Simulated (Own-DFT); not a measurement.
Simulation results for Al₃GaN₄ (wurtzite random alloy, strained, atoms displaced)

A calculation, not a measurement: plane-wave PBE density functional theory by an unreviewed code, no spin, of a simulated periodic cell, stress positive in tension, free energy of the whole cell less one offset for each atom, forces on such cells passed a denser k mesh, this cell's mesh not checked; offsets are fitted by least squares, one for each functional and potential file, so energies compare only between cells with the same atoms and settings and are not formation energies; the far tail of each file's local potential was reset to the Coulomb form; each entry is a single point on an unrelaxed cell, so the pressure reflects the starting lattice, mostly measured values, from which strain is counted, and rises with the displacements; printed positions are rounded, which can move forces by about a meV/angstrom; the program is a retired in-house code; no spin-orbit coupling. Program: Own-DFT development build.

Al₃GaN₄ (wurtzite random alloy, strained, atoms displaced)

```cif
# cell vector a (Å): 9.4172 0.0000 0.0000
# cell vector b (Å): -4.7086 8.1556 0.0000
# cell vector c (Å): 0.0000 0.0000 10.0655
data_Al3GaN4
_symmetry_space_group_name_H-M 'P 1'
_symmetry_Int_Tables_number 1
_cell_length_a 9.4172
_cell_length_b 9.4173
_cell_length_c 10.0655
_cell_angle_alpha 90.000
_cell_angle_beta 90.000
_cell_angle_gamma 120.000
_cell_volume 773.06
loop_
_atom_site_label
_atom_site_type_symbol
_atom_site_fract_x
_atom_site_fract_y
_atom_site_fract_z
_atom_site_occupancy
Al1 Al 0.11080 0.22134 0.99562 1
Ga1 Ga 0.21921 0.11355 0.25208 1
N1 N 0.09804 0.21011 0.18803 1
N2 N 0.22120 0.11461 0.43126 1
Al2 Al 0.11162 0.21720 0.50565 1
Al3 Al 0.20965 0.09406 0.74383 1
N3 N 0.12340 0.22786 0.68610 1
N4 N 0.23144 0.10221 0.93699 1
Al4 Al 0.11001 0.55513 0.99809 1
Ga2 Ga 0.21570 0.44412 0.24654 1
N5 N 0.10307 0.55377 0.19623 1
N6 N 0.22006 0.44224 0.44322 1
Ga3 Ga 0.11476 0.55867 0.49697 1
Al5 Al 0.23083 0.45222 0.74803 1
N7 N 0.12522 0.56740 0.68615 1
N8 N 0.21513 0.44384 0.94567 1
Ga4 Ga 0.10228 0.88287 0.00357 1
Al6 Al 0.21000 0.76844 0.25378 1
N9 N 0.10646 0.88857 0.18093 1
N10 N 0.22017 0.78216 0.44367 1
Al7 Al 0.11970 0.88658 0.50425 1
Al8 Al 0.22702 0.77420 0.74897 1
N11 N 0.11202 0.89141 0.69119 1
N12 N 0.22838 0.78072 0.93911 1
Ga5 Ga 0.45314 0.23860 0.00114 1
Al9 Al 0.55498 0.10994 0.25323 1
N13 N 0.44859 0.22506 0.19416 1
N14 N 0.55962 0.11911 0.44159 1
Al10 Al 0.44581 0.22112 0.50483 1
Al11 Al 0.55465 0.11982 0.74494 1
N15 N 0.44095 0.22231 0.69268 1
N16 N 0.56382 0.10912 0.94826 1
Al12 Al 0.43301 0.55944 0.99486 1
Al13 Al 0.56522 0.45601 0.25106 1
N17 N 0.44623 0.55391 0.18804 1
N18 N 0.54932 0.44198 0.43111 1
Ga6 Ga 0.44920 0.55374 0.49859 1
Al14 Al 0.55145 0.44080 0.74692 1
N19 N 0.44251 0.55911 0.68923 1
N20 N 0.55878 0.44671 0.94294 1
Al15 Al 0.45059 0.89460 0.00303 1
Al16 Al 0.55492 0.77125 0.24992 1
N21 N 0.44916 0.89874 0.18423 1
N22 N 0.55487 0.77259 0.43758 1
Al17 Al 0.44313 0.88255 0.49941 1
Al18 Al 0.56018 0.77599 0.75232 1
N23 N 0.45527 0.90154 0.69635 1
N24 N 0.55093 0.77766 0.94592 1
Al19 Al 0.77245 0.21160 0.99788 1
Al20 Al 0.88463 0.11084 0.23998 1
N25 N 0.78087 0.22188 0.19201 1
N26 N 0.89453 0.11593 0.44407 1
Al21 Al 0.77828 0.21794 0.49588 1
Al22 Al 0.87695 0.10302 0.74798 1
N27 N 0.77875 0.21452 0.69471 1
N28 N 0.89640 0.10959 0.94564 1
Ga7 Ga 0.78238 0.56153 0.00017 1
Ga8 Ga 0.88362 0.43964 0.26082 1
N29 N 0.78094 0.54943 0.19526 1
N30 N 0.88788 0.44431 0.44680 1
Al23 Al 0.78225 0.56820 0.50146 1
Al24 Al 0.88248 0.44504 0.75074 1
N31 N 0.78218 0.56176 0.68672 1
N32 N 0.88568 0.44075 0.93860 1
Al25 Al 0.77850 0.88701 0.00449 1
Ga9 Ga 0.88499 0.77618 0.25127 1
N33 N 0.76688 0.87969 0.18316 1
N34 N 0.88599 0.77368 0.43407 1
Al26 Al 0.77915 0.88707 0.49871 1
Al27 Al 0.87977 0.76822 0.74182 1
N35 N 0.77305 0.89296 0.69448 1
N36 N 0.87908 0.77095 0.94272 1
```

- functional: PBE
- potential files: PseudoDojo norm-conserving, scalar-relativistic, standard set with the stringent files for Ga
- wave cutoff: 96 hartree
- occupations: Gaussian
- smearing width: 0.01 eV
- k mesh: 4 x 4 x 3 centred on Gamma
- stress xx: —

To be estimated
1. Estimate the stress xx of Al₃GaN₄ (wurtzite random alloy, strained, atoms displaced).

Calculated values
1. -3.54 GPa

Further results for Al₃GaN₄ (wurtzite random alloy, strained, atoms displaced):

- free energy of cell above offsets: -22.852 eV
- pressure: 5.29 GPa
- stress yy: -6.27 GPa
- stress zz: -6.05 GPa
- stress yz: -0.35 GPa
- stress xz: -0.01 GPa
- stress xy: 0.52 GPa

Force:
```
element  x (eV/Å)  y (eV/Å)  z (eV/Å)
     Al      1.45    -0.586      0.44
     Ga     0.948    -0.101    -2.161
      N     0.228     1.383    -1.059
      N      0.88     -1.05     4.095
     Al    -0.262     0.942    -1.406
     Al     0.448     3.524     2.168
      N    -1.112    -0.732     1.619
      N    -2.256     1.369    -0.776
     Al    -1.036     0.621     0.437
     Ga      1.16     -0.92     0.654
      N     0.365     0.794    -1.476
      N     0.462    -0.652    -0.408
     Ga    -0.042     -0.89     0.496
     Al    -1.318    -1.291     0.244
      N    -1.021    -1.803     1.324
      N     0.683    -0.273    -1.336
     Ga     1.198     0.468    -2.405
     Al      0.61     2.061    -1.198
      N     0.818    -0.769     3.736
      N     1.509     0.222    -1.216
     Al     -2.35     1.442    -0.621
     Al    -0.066     1.801     1.011
      N    -0.196    -3.088     -1.09
      N     0.068    -1.204    -0.079
     Ga     0.521    -3.279     0.968
     Al    -0.287     0.696    -0.792
      N     0.162     0.766     0.356
      N     0.112    -1.507     0.313
     Al    -0.726     0.462    -1.488
     Al     1.257    -0.848     1.824
      N    -0.112     0.155    -0.761
      N    -1.383     0.375    -2.125
     Al     1.903    -0.342     1.202
     Al    -0.645     -2.02     -1.16
      N    -0.356     0.287    -0.464
      N     2.156    -0.103     2.186
     Ga    -1.362    -0.503    -0.187
     Al    -0.181     0.665     0.907
      N     1.652     0.122     1.126
      N    -1.624     2.194    -2.201
     Al    -1.046    -0.351    -0.767
     Al    -1.351     0.613    -0.843
      N    -0.164    -2.034     2.454
      N    -0.033     1.675     0.104
     Al     0.282     1.269     0.535
     Al    -1.711     0.707     0.706
      N    -0.318    -1.762    -1.376
      N     0.961     0.118    -1.211
     Al     1.124     1.675     0.698
     Al     0.318    -1.039     1.405
      N     -0.93    -0.782    -0.465
      N    -0.213    -1.455    -0.872
     Al     0.038     0.616     1.089
     Al     2.045     1.641     1.255
      N    -1.574     1.975    -1.052
      N    -1.292    -0.744    -1.234
     Ga     0.179    -1.993     1.011
     Ga     0.382    -0.463    -0.883
      N    -1.391     0.811    -0.567
      N    -0.998     -0.08     1.244
     Al     0.074    -2.658    -0.995
     Al     1.825    -0.428    -0.306
      N    -0.861    -1.857    -0.113
      N      0.82    -0.186    -0.234
     Al    -0.605    -0.168    -1.505
     Ga     0.397     0.199    -1.587
      N     0.154     1.172     1.749
      N     0.424     1.551     2.789
     Al    -0.493     0.888    -0.092
     Al     0.296     2.651     2.018
      N     1.655    -1.829     -1.41
      N    -0.249     1.881    -2.243
```
